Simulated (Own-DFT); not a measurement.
# Which defects push the lattice out? D0_22 TiAl3

Calculated, not measured: single-point runs of Own-DFT, a retired in-house plane-wave DFT program that no person has reviewed, on unrelaxed cells, without spin or spin-orbit coupling.

Method: PBE; PseudoDojo norm-conserving scalar-relativistic files; cutoff 42 hartree; 4 x 4 x 4 k mesh centred on Gamma; cold (Marzari-Vanderbilt) smearing of 0.2 eV.

Known weak points: forces on such cells failed a check on a denser k mesh; stress not checked against mesh or cutoff.

All runs share one cell, with vectors in Å (-2.365, -6.981, 4.326); (-7.667, 3.491, 1.442); (-2.950, -3.488, -7.241) and a volume of 625.4 Å³. u is the rms random offset of the atoms per axis. The defect's site can differ from row to row.

| cell | formula | u (Å) | P (GPa) |
|---|---|---|---|
| no defect | Al30Ti10 | 0.0208 | 1.99 |
| no defect | Al30Ti10 | 0.0473 | 2.55 |
| no defect | Al30Ti10 | 0.0489 | 2.72 |
| two Al on a Ti site each | Al32Ti8 | 0.0290 | 2.91 |
| two Al on a Ti site each | Al32Ti8 | 0.0310 | 2.93 |
| two Al on a Ti site each | Al32Ti8 | 0.0511 | 3.43 |
| two Ti on an Al site each | Al28Ti12 | 0.0331 | 3.22 |
| two Ti on an Al site each | Al28Ti12 | 0.0353 | 3.19 |
| two Ti on an Al site each | Al28Ti12 | 0.0515 | 3.74 |
| one Ti vacancy | Al30Ti9 | 0.0288 | 1.79 |
| one Ti vacancy | Al30Ti9 | 0.0296 | 1.92 |
| one Ti vacancy | Al30Ti9 | 0.0523 | 2.38 |
| two Al vacancies | Al28Ti10 | 0.0288 | 1.20 |
| two Al vacancies | Al28Ti10 | 0.0312 | 1.25 |
| two Al vacancies | Al28Ti10 | 0.0514 | ? |
| two Al vacancies | Al28Ti10 | 0.0547 | 1.82 |

## Fit

P = P0 + c u² + a shift for each defect gives P0 = 1.90 GPa, c = 310 ± 17 GPa/Å² and a scatter of 0.06 GPa. The shifts, and each times the cell's volume:

- two Ti on an Al site each: 0.97 ± 0.05 GPa, 3.8 eV (1.9 eV for each of its 2 sites)
- two Al on a Ti site each: 0.74 ± 0.05 GPa, 2.9 eV (1.4 eV for each of its 2 sites)
- one Ti vacancy: -0.33 ± 0.05 GPa, -1.3 eV
- two Al vacancies: -0.97 ± 0.05 GPa, -3.8 eV (-1.9 eV for each of its 2 sites)

Against the defect-free cell, a freed cell would be larger where the shift is positive and smaller where it is negative (160.2 GPa Å³ is 1 eV). The atoms around the defects weren't relaxed, which would change these numbers.

## Withheld run

Question: what pressure belongs in the blank (two Al vacancies, u = 0.0514 Å)?

From the fit: 1.75 ± 0.07 GPa. Computed: 1.85 GPa.
